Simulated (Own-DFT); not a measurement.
# Computed records: HfO2 (monoclinic hafnia, atoms displaced)

Computed with Own-DFT development build. A calculation, not a measurement: plane-wave density functional theory by an unreviewed code, no spin, of a simulated periodic cell, stress positive in tension, run twice, with PBE and with PBEsol, both on files made for PBE, so the change isn't that of files made for PBEsol, hafnium file: forces about 75 meV/angstrom off all-electron values; oxygen file: force components 24 meV/angstrom off all-electron in one glass; forces on such cells passed a denser k mesh, this cell's mesh not checked; the far tail of each file's local potential was reset to the Coulomb form; each entry is a single point on an unrelaxed cell, so the pressure reflects the starting lattice, mostly measured values (interpolated for alloys), from which strain is counted, and rises with the displacements; printed positions are rounded, which can move forces by about a meV/angstrom; the program, named Own-DFT, is a retired in-house code; no spin-orbit coupling; stress was not checked against mesh or cutoff.

Common to all runs: functional PBE, then PBEsol; potential files PseudoDojo norm-conserving, scalar-relativistic, standard set; wave cutoff 72 hartree; occupations Fermi-Dirac; smearing width 0.1 eV; k mesh 2 x 2 x 2 centred on Gamma.

```json
{"entry": 1, "formula": "HfO2", "kind": "monoclinic hafnia, atoms displaced", "structure": {"cell_angstrom": [[10.234, 0.0, 0.0], [0.0, 10.35, 0.0], [-1.6955, 0.0, 10.4453]], "atoms_fractional": [["Hf", 0.14104, 0.00957, 0.09978], ["Hf", 0.35738, 0.26087, 0.15167], ["Hf", 0.35726, 0.48197, 0.41966], ["Hf", 0.1331, 0.23618, 0.35875], ["O", 0.03483, 0.16781, 0.16877], ["O", 0.45266, 0.40683, 0.08327], ["O", 0.4645, 0.33153, 0.32872], ["O", 0.03953, 0.07916, 0.42168], ["O", 0.23846, 0.37784, 0.26035], ["O", 0.27603, 0.12621, 0.99742], ["O", 0.27076, 0.12985, 0.25123], ["O", 0.21411, 0.3782, 0.4831], ["Hf", 0.12807, 0.01739, 0.59993], ["Hf", 0.36348, 0.2765, 0.65915], ["Hf", 0.36302, 0.50628, 0.90252], ["Hf", 0.13684, 0.24699, 0.86073], ["O", 0.02914, 0.1544, 0.67588], ["O", 0.46509, 0.42094, 0.57148], ["O", 0.46067, 0.34231, 0.82818], ["O", 0.03662, 0.07489, 0.93149], ["O", 0.22595, 0.37725, 0.72673], ["O", 0.27721, 0.11922, 0.50903], ["O", 0.26904, 0.12796, 0.76359], ["O", 0.21744, 0.36864, 0.97783], ["Hf", 0.13108, 0.52843, 0.1125], ["Hf", 0.35568, 0.76783, 0.14196], ["Hf", 0.36271, 0.98077, 0.40592], ["Hf", 0.13402, 0.73929, 0.35792], ["O", 0.02947, 0.65888, 0.17416], ["O", 0.46045, 0.9305, 0.08442], ["O", 0.47159, 0.83249, 0.33742], ["O", 0.03414, 0.57269, 0.43213], ["O", 0.24038, 0.89107, 0.24287], ["O", 0.27637, 0.63325, 0.01461], ["O", 0.2696, 0.61574, 0.26642], ["O", 0.22129, 0.87897, 0.48087], ["Hf", 0.12896, 0.52175, 0.60611], ["Hf", 0.35961, 0.77672, 0.6478], ["Hf", 0.36364, 0.97672, 0.90023], ["Hf", 0.12099, 0.73105, 0.85651], ["O", 0.03218, 0.66675, 0.66865], ["O", 0.46401, 0.91527, 0.58431], ["O", 0.46, 0.82348, 0.83404], ["O", 0.03254, 0.57916, 0.91239], ["O", 0.21281, 0.87184, 0.74367], ["O", 0.28164, 0.62841, 0.51458], ["O", 0.28331, 0.62158, 0.74276], ["O", 0.21835, 0.87087, 0.99338], ["Hf", 0.63662, 0.99934, 0.11232], ["Hf", 0.85505, 0.26747, 0.14837], ["Hf", 0.87653, 0.48142, 0.40473], ["Hf", 0.63793, 0.21811, 0.34389], ["O", 0.54735, 0.17338, 0.17707], ["O", 0.96996, 0.42037, 0.08692], ["O", 0.9674, 0.3246, 0.3108], ["O", 0.54008, 0.09527, 0.43023], ["O", 0.71038, 0.38149, 0.23699], ["O", 0.77883, 0.13546, 0.00392], ["O", 0.78125, 0.13998, 0.26703], ["O", 0.72621, 0.36716, 0.48525], ["Hf", 0.64734, 0.01848, 0.61506], ["Hf", 0.86294, 0.28129, 0.65573], ["Hf", 0.86157, 0.47791, 0.90414], ["Hf", 0.64256, 0.25018, 0.84718], ["O", 0.5327, 0.16846, 0.68189], ["O", 0.96622, 0.41734, 0.56772], ["O", 0.95262, 0.34778, 0.81648], ["O", 0.53581, 0.07536, 0.9303], ["O", 0.71193, 0.37902, 0.73911], ["O", 0.78653, 0.13172, 0.51808], ["O", 0.78976, 0.10274, 0.76971], ["O", 0.72822, 0.3586, 0.98447], ["Hf", 0.60627, 0.513, 0.09149], ["Hf", 0.87367, 0.76601, 0.14864], ["Hf", 0.86026, 0.98093, 0.38935], ["Hf", 0.64885, 0.72483, 0.36646], ["O", 0.53936, 0.6662, 0.17612], ["O", 0.96012, 0.91383, 0.07587], ["O", 0.93718, 0.82808, 0.30635], ["O", 0.54142, 0.57706, 0.43404], ["O", 0.73503, 0.87738, 0.24164], ["O", 0.78125, 0.6312, 0.01527], ["O", 0.77786, 0.62419, 0.25815], ["O", 0.73037, 0.87021, 0.50009], ["Hf", 0.63022, 0.51983, 0.60834], ["Hf", 0.86595, 0.75692, 0.64934], ["Hf", 0.85519, 0.98902, 0.89928], ["Hf", 0.62678, 0.72164, 0.85177], ["O", 0.53798, 0.67251, 0.68059], ["O", 0.94625, 0.91009, 0.58029], ["O", 0.94472, 0.83632, 0.82551], ["O", 0.53125, 0.57466, 0.91685], ["O", 0.71496, 0.87726, 0.74697], ["O", 0.77234, 0.63736, 0.50019], ["O", 0.76933, 0.62559, 0.76184], ["O", 0.71362, 0.86958, 0.99102]]}, "results": {"PBE_pressure [GPa]": 10.46, "PBE_stress_xx [GPa]": -10.96, "PBE_stress_yy [GPa]": -8.41, "PBE_stress_zz [GPa]": -12.03, "PBE_stress_yz [GPa]": -0.21, "PBE_stress_xz [GPa]": -2.32, "PBE_stress_xy [GPa]": -1.29, "PBEsol_pressure [GPa]": 3.99, "PBEsol_stress_xx [GPa]": -4.43, "PBEsol_stress_yy [GPa]": -2.02, "PBEsol_stress_zz [GPa]": -5.51, "PBEsol_stress_yz [GPa]": -0.17, "PBEsol_stress_xz [GPa]": -1.93, "PBEsol_stress_xy [GPa]": -1.27, "force_element": ["Hf", "Hf", "Hf", "Hf", "O", "O", "O", "O", "O", "O", "O", "O", "Hf", "Hf", "Hf", "Hf", "O", "O", "O", "O", "O", "O", "O", "O", "Hf", "Hf", "Hf", "Hf", "O", "O", "O", "O", "O", "O", "O", "O", "Hf", "Hf", "Hf", "Hf", "O", "O", "O", "O", "O", "O", "O", "O", "Hf", "Hf", "Hf", "Hf", "O", "O", "O", "O", "O", "O", "O", "O", "Hf", "Hf", "Hf", "Hf", "O", "O", "O", "O", "O", "O", "O", "O", "Hf", "Hf", "Hf", "Hf", "O", "O", "O", "O", "O", "O", "O", "O", "Hf", "Hf", "Hf", "Hf", "O", "O", "O", "O", "O", "O", "O", "O"], "PBE_force_x [eV/angstrom]": [-1.849, 0.48, 1.755, 2.122, 0.135, 0.152, -0.021, -1.179, -1.567, -0.42, -0.119, -0.561, -0.302, 0.359, -4.17, -0.015, -0.766, -0.361, 0.454, 0.437, -2.221, -0.428, 0.552, 0.749, 2.119, 2.413, 2.637, 0.754, 1.532, -2.277, -0.306, 3.631, -1.398, -0.646, -0.579, -1.238, 3.449, 0.11, 0.608, 0.389, 1.052, 0.335, -1.11, 0.455, 0.549, -1.577, -1.29, 0.461, 0.886, 0.236, -6.414, -1.2, -1.597, -0.406, -1.496, -1.579, 1.128, -0.557, 1.801, 0.564, 0.126, -0.497, -1.74, -2.914, 0.802, -0.245, 2.197, -0.005, 1.189, -0.426, -1.732, 0.177, 5.275, -5.602, -1.026, -1.465, -1.604, 1.417, 6.13, -0.346, -2.524, -1.039, 0.122, -1.269, 1.494, -3.83, -0.047, 3.989, -1.181, 3.395, 3.143, 1.286, -0.49, 1.754, 0.816, 0.013], "PBE_force_y [eV/angstrom]": [3.957, -0.106, -0.815, -1.697, -0.574, 2.058, 0.139, -0.969, 0.888, 0.334, -1.785, -0.454, 1.133, -2.801, -4.548, -5.647, 1.844, -2.049, 0.742, 1.699, 1.227, 1.493, -0.424, 3.079, -3.773, 1.585, 1.629, -1.353, 0.806, -2.6, -0.202, 4.335, -2.354, -0.555, 2.155, -1.956, -0.823, -0.399, 2.844, 2.563, -0.264, 0.614, 0.167, -0.093, 0.324, 1.722, -0.76, -1.73, 3.165, -0.1, -2.139, 4.786, -1.746, 0.07, 2.847, -2.66, 0.531, -0.743, -3.668, 1.108, 0.452, -3.643, 2.471, -6.099, -0.387, -1.735, -0.564, 0.53, 0.655, -0.889, 5.217, 3.361, -0.113, -0.828, 1.297, 0.737, 0.258, 0.055, 0.751, 1.162, 0.873, -1.825, -0.495, 0.222, 0.845, 3.074, -2.871, 3.801, -0.941, 1.188, -2.211, 0.44, -0.476, -2.3, -2.03, -0.04], "PBE_force_z [eV/angstrom]": [0.469, 1.381, -6.004, -2.114, -0.058, -1.89, 0.147, -0.242, -2.753, 1.549, 1.32, 2.314, 1.811, -1.751, -2.842, -2.246, 0.078, 3.567, 0.858, -1.507, 1.642, 0.988, -0.47, 2.542, 0.05, 3.676, -1.54, -0.5, 1.311, 0.64, -0.464, -1.573, 0.222, -0.844, -0.534, 0.799, 0.588, 0.126, -0.93, -1.022, 1.054, -0.076, 0.098, 1.131, -0.793, -0.206, 2.817, -0.467, -2.41, -1.19, -5.286, 3.792, -2.72, -1.36, 2.879, 0.916, -1.143, 0.91, -0.422, 1.823, -0.949, -4.967, 1.346, 1.265, -0.412, 2.948, 1.754, -0.993, -0.332, 0.082, -4.042, 1.527, 5.918, -6.178, 2.297, -2.681, -1.16, 0.802, 7.716, -0.805, 0.415, -1.782, 1.181, -1.336, -2.014, -0.456, 2.746, 1.703, -1.878, -0.987, 0.596, -0.033, -0.543, 2.715, 0.049, 0.35], "PBEsol_force_x [eV/angstrom]": [-1.805, 0.471, 1.687, 2.085, 0.124, 0.185, -0.033, -1.159, -1.477, -0.471, -0.168, -0.494, -0.305, 0.352, -4.074, 0.056, -0.743, -0.351, 0.459, 0.408, -2.117, -0.476, 0.49, 0.774, 2.036, 2.333, 2.543, 0.788, 1.498, -2.205, -0.314, 3.54, -1.302, -0.661, -0.654, -1.145, 3.38, 0.111, 0.614, 0.359, 1.016, 0.304, -1.067, 0.434, 0.598, -1.584, -1.288, 0.502, 0.843, 0.225, -6.267, -1.185, -1.567, -0.392, -1.443, -1.52, 1.144, -0.564, 1.713, 0.622, 0.156, -0.476, -1.7, -2.835, 0.787, -0.239, 2.122, -0.052, 1.206, -0.471, -1.745, 0.244, 5.118, -5.491, -1.023, -1.399, -1.563, 1.388, 5.973, -0.316, -2.396, -1.042, 0.073, -1.172, 1.423, -3.749, -0.052, 3.9, -1.145, 3.303, 3.086, 1.218, -0.43, 1.656, 0.729, 0.051], "PBEsol_force_y [eV/angstrom]": [3.909, -0.08, -0.842, -1.672, -0.532, 2.056, 0.092, -0.961, 0.842, 0.304, -1.716, -0.41, 1.175, -2.7, -4.462, -5.572, 1.812, -1.949, 0.701, 1.62, 1.178, 1.405, -0.377, 2.984, -3.632, 1.601, 1.538, -1.368, 0.794, -2.533, -0.204, 4.193, -2.307, -0.55, 2.115, -1.903, -0.775, -0.383, 2.783, 2.492, -0.246, 0.596, 0.146, -0.08, 0.292, 1.65, -0.74, -1.672, 3.089, -0.086, -2.115, 4.654, -1.686, 0.111, 2.734, -2.612, 0.467, -0.723, -3.554, 1.089, 0.461, -3.535, 2.388, -5.953, -0.332, -1.644, -0.563, 0.437, 0.604, -0.894, 5.085, 3.271, -0.068, -0.763, 1.228, 0.673, 0.23, 0.065, 0.724, 1.12, 0.86, -1.789, -0.426, 0.203, 0.876, 3.069, -2.83, 3.697, -0.909, 1.168, -2.197, 0.41, -0.448, -2.229, -1.966, 0.002], "PBEsol_force_z [eV/angstrom]": [0.404, 1.426, -5.839, -2.127, 0.004, -1.881, 0.071, -0.169, -2.648, 1.51, 1.265, 2.237, 1.732, -1.633, -2.773, -2.217, 0.083, 3.438, 0.757, -1.406, 1.598, 0.941, -0.446, 2.448, 0.033, 3.614, -1.463, -0.518, 1.311, 0.548, -0.485, -1.457, 0.212, -0.817, -0.539, 0.759, 0.519, 0.169, -0.837, -1.039, 1.083, -0.121, 0.022, 1.157, -0.779, -0.194, 2.744, -0.433, -2.425, -1.128, -5.104, 3.673, -2.569, -1.376, 2.773, 0.919, -1.139, 0.872, -0.407, 1.802, -0.932, -4.857, 1.337, 1.204, -0.354, 2.837, 1.676, -0.909, -0.302, 0.085, -3.95, 1.465, 5.784, -6.016, 2.277, -2.619, -1.116, 0.748, 7.501, -0.691, 0.41, -1.754, 1.191, -1.304, -2.021, -0.433, 2.698, 1.606, -1.759, -1.007, 0.526, 0.03, -0.538, 2.636, 0.039, 0.357], "rms_change_of_force_components_from_PBE_to_PBEsol [eV/angstrom]": 0.066}}
{"entry": 2, "formula": "HfO2", "kind": "monoclinic hafnia, atoms displaced", "structure": {"cell_angstrom": [[10.234, 0.0, 0.0], [0.0, 10.35, 0.0], [-1.6955, 0.0, 10.4453]], "atoms_fractional": [["Hf", 0.15585, 0.02633, 0.11484], ["Hf", 0.35979, 0.29189, 0.14206], ["Hf", 0.36434, 0.4828, 0.39163], ["Hf", 0.13175, 0.2329, 0.34394], ["O", 0.04123, 0.17827, 0.17481], ["O", 0.4711, 0.41577, 0.06428], ["O", 0.45643, 0.33193, 0.33172], ["O", 0.03935, 0.09368, 0.42103], ["O", 0.23043, 0.37672, 0.2398], ["O", 0.28199, 0.13387, 0.99487], ["O", 0.26947, 0.1243, 0.25363], ["O", 0.23118, 0.36954, 0.48492], ["Hf", 0.13664, 0.01048, 0.61164], ["Hf", 0.356, 0.26768, 0.64368], ["Hf", 0.37916, 0.48364, 0.90916], ["Hf", 0.13435, 0.21805, 0.85701], ["O", 0.0358, 0.14993, 0.67917], ["O", 0.45571, 0.41436, 0.59175], ["O", 0.46573, 0.34096, 0.8292], ["O", 0.0263, 0.07371, 0.93297], ["O", 0.20732, 0.38111, 0.74148], ["O", 0.29508, 0.14416, 0.50774], ["O", 0.26808, 0.12791, 0.76006], ["O", 0.23097, 0.37856, 0.98341], ["Hf", 0.15227, 0.52157, 0.10477], ["Hf", 0.35875, 0.78112, 0.14594], ["Hf", 0.36516, 0.98004, 0.40064], ["Hf", 0.13591, 0.72851, 0.35928], ["O", 0.03896, 0.68754, 0.17501], ["O", 0.45912, 0.9292, 0.06527], ["O", 0.45579, 0.8276, 0.33122], ["O", 0.04401, 0.57948, 0.41938], ["O", 0.2183, 0.87616, 0.2355], ["O", 0.26952, 0.63445, 0.99873], ["O", 0.28048, 0.63352, 0.2734], ["O", 0.23656, 0.87885, 0.49081], ["Hf", 0.15354, 0.52357, 0.5918], ["Hf", 0.35656, 0.77243, 0.65053], ["Hf", 0.36943, 0.97595, 0.89125], ["Hf", 0.14075, 0.72235, 0.84671], ["O", 0.03204, 0.66557, 0.68367], ["O", 0.46337, 0.90543, 0.57439], ["O", 0.46068, 0.83223, 0.82955], ["O", 0.04672, 0.57465, 0.91814], ["O", 0.23176, 0.88211, 0.7344], ["O", 0.27215, 0.61671, 0.51133], ["O", 0.28481, 0.61814, 0.74183], ["O", 0.21887, 0.86329, 0.99602], ["Hf", 0.63835, 0.01747, 0.10801], ["Hf", 0.86233, 0.27411, 0.15094], ["Hf", 0.86641, 0.46951, 0.4077], ["Hf", 0.64959, 0.219, 0.35688], ["O", 0.53911, 0.1698, 0.17924], ["O", 0.96091, 0.41645, 0.06282], ["O", 0.95754, 0.33547, 0.32154], ["O", 0.53228, 0.07723, 0.40634], ["O", 0.7365, 0.37747, 0.23045], ["O", 0.78015, 0.13586, 0.01279], ["O", 0.75608, 0.12187, 0.2721], ["O", 0.73479, 0.37426, 0.48594], ["Hf", 0.63205, 0.01194, 0.60213], ["Hf", 0.86183, 0.27131, 0.65419], ["Hf", 0.85908, 0.49094, 0.90348], ["Hf", 0.62723, 0.22287, 0.85056], ["O", 0.5417, 0.15171, 0.66584], ["O", 0.9649, 0.41984, 0.58361], ["O", 0.97484, 0.33076, 0.82909], ["O", 0.53694, 0.08597, 0.91714], ["O", 0.73539, 0.372, 0.7466], ["O", 0.77294, 0.13155, 0.50975], ["O", 0.76938, 0.11077, 0.75162], ["O", 0.72418, 0.36936, 0.98585], ["Hf", 0.64007, 0.51115, 0.10069], ["Hf", 0.87612, 0.77612, 0.14251], ["Hf", 0.8799, 0.98699, 0.40498], ["Hf", 0.64074, 0.73327, 0.34391], ["O", 0.5463, 0.66385, 0.16817], ["O", 0.96658, 0.90921, 0.07428], ["O", 0.95706, 0.82697, 0.32544], ["O", 0.52565, 0.59454, 0.41986], ["O", 0.73294, 0.88728, 0.25177], ["O", 0.79096, 0.61986, 0.02047], ["O", 0.77584, 0.63172, 0.26572], ["O", 0.70548, 0.87613, 0.48845], ["Hf", 0.63778, 0.52677, 0.60407], ["Hf", 0.85331, 0.78033, 0.63252], ["Hf", 0.87241, 0.98043, 0.90672], ["Hf", 0.63112, 0.72032, 0.85982], ["O", 0.53061, 0.65113, 0.67152], ["O", 0.96546, 0.89693, 0.57073], ["O", 0.97162, 0.85167, 0.83276], ["O", 0.54978, 0.58195, 0.92922], ["O", 0.73255, 0.88515, 0.73961], ["O", 0.77791, 0.63637, 0.50104], ["O", 0.7706, 0.61348, 0.75755], ["O", 0.73797, 0.87216, 0.98178]]}, "results": {"PBE_pressure [GPa]": 10.31, "PBE_stress_xx [GPa]": -11.99, "PBE_stress_yy [GPa]": -9.39, "PBE_stress_zz [GPa]": -9.55, "PBE_stress_yz [GPa]": 1.27, "PBE_stress_xz [GPa]": 0.33, "PBE_stress_xy [GPa]": -0.69, "PBEsol_pressure [GPa]": 3.82, "PBEsol_stress_xx [GPa]": -5.47, "PBEsol_stress_yy [GPa]": -2.97, "PBEsol_stress_zz [GPa]": -3.01, "PBEsol_stress_yz [GPa]": 1.26, "PBEsol_stress_xz [GPa]": 0.64, "PBEsol_stress_xy [GPa]": -0.71, "force_element": ["Hf", "Hf", "Hf", "Hf", "O", "O", "O", "O", "O", "O", "O", "O", "Hf", "Hf", "Hf", "Hf", "O", "O", "O", "O", "O", "O", "O", "O", "Hf", "Hf", "Hf", "Hf", "O", "O", "O", "O", "O", "O", "O", "O", "Hf", "Hf", "Hf", "Hf", "O", "O", "O", "O", "O", "O", "O", "O", "Hf", "Hf", "Hf", "Hf", "O", "O", "O", "O", "O", "O", "O", "O", "Hf", "Hf", "Hf", "Hf", "O", "O", "O", "O", "O", "O", "O", "O", "Hf", "Hf", "Hf", "Hf", "O", "O", "O", "O", "O", "O", "O", "O", "Hf", "Hf", "Hf", "Hf", "O", "O", "O", "O", "O", "O", "O", "O"], "PBE_force_x [eV/angstrom]": [-2.159, 1.73, 0.512, 2.113, -0.464, 0.233, 1.354, -0.075, -1.329, -0.588, 1.188, -1.34, 0.899, -0.157, -3.601, -0.627, -1.045, 2.201, 0.191, 5.215, 1.694, -1.671, 1.505, -0.264, -3.339, 0.562, 0.587, -0.081, 3.345, 0.222, 0.344, -1.108, 0.354, 1.924, -0.108, -2.641, -4.271, 1.885, -2.104, -2.318, 0.301, 0.546, 1.584, -0.676, -0.973, 3.153, -0.426, 1.098, 0.838, 0.271, 0.095, -4.927, -1.041, 1.901, 2.017, 0.186, -2.355, -1.098, 5.629, -2.073, 2.251, 0.419, 1.633, 3.542, -3.345, 0.518, -1.003, -1.316, -1.139, 0.956, 0.688, -0.759, 3.672, -4.157, -3.487, 0.273, -2.335, 2.505, 1.168, 0.916, -0.638, -1.175, 0.768, 2.06, 0.254, -2.133, -3.918, 3.661, -1.115, 2.967, 2.013, -1.386, -0.881, -0.635, -0.437, -3.225], "PBE_force_y [eV/angstrom]": [-0.89, -4.969, -0.552, 1.068, -1.29, -0.89, 0.141, -1.298, 1.955, -0.202, -0.04, 0.464, 2.428, 1.446, -0.151, 2.075, -0.185, 1.417, -0.85, 3.932, -0.474, -2.889, -1.949, 0.094, 0.915, -1.193, 0.947, 0.839, -3.714, -1.521, 0.427, -0.188, 0.909, -0.687, -1.212, -1.402, -3.637, -1.779, 2.794, 0.635, -0.065, 0.472, -1.761, 0.539, -0.238, 4.018, 0.545, 1.429, 1.537, -0.232, 3.314, 3.342, 0.099, -0.215, -0.649, -0.075, 0.862, -0.891, -2.472, -0.865, -0.093, -0.229, -2.798, 1.607, 3.118, -0.3, -0.025, -1.97, 0.967, -0.729, 1.338, 0.355, 1.392, -1.239, -1.206, -0.266, 1.028, 2.47, 1.411, -0.774, 0.484, 1.129, -1.902, -0.757, -2.003, -3.157, -0.105, 3.145, 2.428, 3.216, -2.93, -0.653, -1.864, -0.229, 1.511, -1.59], "PBE_force_z [eV/angstrom]": [-3.237, 0.845, 2.052, 2.375, -1.347, 3.078, -0.98, 1.056, -1.086, 2.484, 0.77, -0.37, -0.577, 1.238, -6.096, -0.748, -0.645, -1.34, -0.193, 1.006, -0.743, -1.187, -0.652, 2.065, -1.774, 0.276, -1.113, -0.68, -0.466, 2.24, -1.565, -0.385, 0.795, 2.101, -2.33, 0.219, 4.538, -2.104, 0.087, 0.176, -1.79, 0.538, -0.374, 0.867, 1.193, -1.77, 2.452, -0.535, 0.104, -4.017, -1.158, 1.902, -1.932, 3.116, 1.21, 1.155, 1.368, 0.974, -2.642, 0.587, 0.301, 0.772, -2.362, -0.923, 1.09, -0.703, -0.076, 0.931, -0.989, 0.462, 1.201, 0.251, 2.929, 0.803, -1.977, 1.377, -0.944, 1.637, 1.948, 0.853, -1.827, -0.533, -0.562, -0.395, -0.692, 3.66, -3.317, -2.167, 1.598, -1.134, -1.895, -0.287, -0.699, 1.099, 0.172, 1.367], "PBEsol_force_x [eV/angstrom]": [-2.095, 1.675, 0.479, 2.065, -0.433, 0.214, 1.26, -0.093, -1.216, -0.654, 1.068, -1.234, 0.886, -0.173, -3.505, -0.597, -0.975, 2.113, 0.191, 5.113, 1.706, -1.659, 1.399, -0.189, -3.231, 0.499, 0.597, -0.077, 3.251, 0.211, 0.318, -1.046, 0.417, 1.789, -0.162, -2.515, -4.136, 1.809, -2.035, -2.284, 0.33, 0.52, 1.524, -0.64, -0.882, 3.023, -0.477, 1.138, 0.81, 0.256, 0.084, -4.798, -0.972, 1.822, 1.956, 0.183, -2.22, -1.136, 5.425, -1.923, 2.237, 0.389, 1.566, 3.465, -3.247, 0.47, -0.962, -1.291, -1.03, 0.872, 0.601, -0.688, 3.609, -4.027, -3.418, 0.302, -2.247, 2.418, 1.138, 0.883, -0.578, -1.196, 0.664, 2.062, 0.23, -2.113, -3.818, 3.581, -1.062, 2.873, 1.948, -1.348, -0.784, -0.682, -0.515, -3.077], "PBEsol_force_y [eV/angstrom]": [-0.842, -4.81, -0.571, 0.991, -1.232, -0.836, 0.163, -1.29, 1.903, -0.204, -0.04, 0.486, 2.401, 1.466, -0.237, 1.991, -0.173, 1.38, -0.834, 3.819, -0.478, -2.809, -1.902, 0.123, 0.913, -1.106, 0.864, 0.749, -3.571, -1.461, 0.421, -0.167, 0.884, -0.694, -1.181, -1.37, -3.535, -1.7, 2.7, 0.557, -0.018, 0.496, -1.724, 0.525, -0.23, 3.908, 0.579, 1.391, 1.573, -0.143, 3.173, 3.17, 0.085, -0.19, -0.659, -0.076, 0.822, -0.87, -2.417, -0.848, -0.066, -0.163, -2.781, 1.522, 3.042, -0.293, -0.066, -1.935, 0.94, -0.714, 1.315, 0.382, 1.405, -1.174, -1.23, -0.314, 1.002, 2.404, 1.364, -0.774, 0.475, 1.06, -1.828, -0.743, -1.873, -3.035, -0.184, 3.011, 2.363, 3.188, -2.851, -0.659, -1.796, -0.21, 1.451, -1.549], "PBEsol_force_z [eV/angstrom]": [-3.174, 0.859, 2.029, 2.265, -1.228, 2.946, -1.041, 1.052, -1.081, 2.411, 0.734, -0.348, -0.539, 1.181, -5.909, -0.793, -0.569, -1.348, -0.196, 1.027, -0.747, -1.144, -0.629, 2.065, -1.818, 0.301, -1.048, -0.727, -0.378, 2.119, -1.588, -0.305, 0.738, 2.048, -2.257, 0.241, 4.423, -2.025, 0.129, 0.158, -1.681, 0.469, -0.419, 0.904, 1.138, -1.736, 2.352, -0.48, 0.1, -3.921, -1.088, 1.836, -1.817, 2.993, 1.13, 1.18, 1.316, 0.962, -2.577, 0.57, 0.295, 0.795, -2.256, -0.924, 1.12, -0.768, -0.143, 0.94, -0.965, 0.421, 1.154, 0.266, 2.818, 0.829, -1.914, 1.335, -0.859, 1.544, 1.841, 0.872, -1.773, -0.55, -0.539, -0.366, -0.656, 3.576, -3.228, -2.152, 1.595, -1.144, -1.856, -0.23, -0.73, 1.079, 0.172, 1.338], "rms_change_of_force_components_from_PBE_to_PBEsol [eV/angstrom]": 0.068}}
```
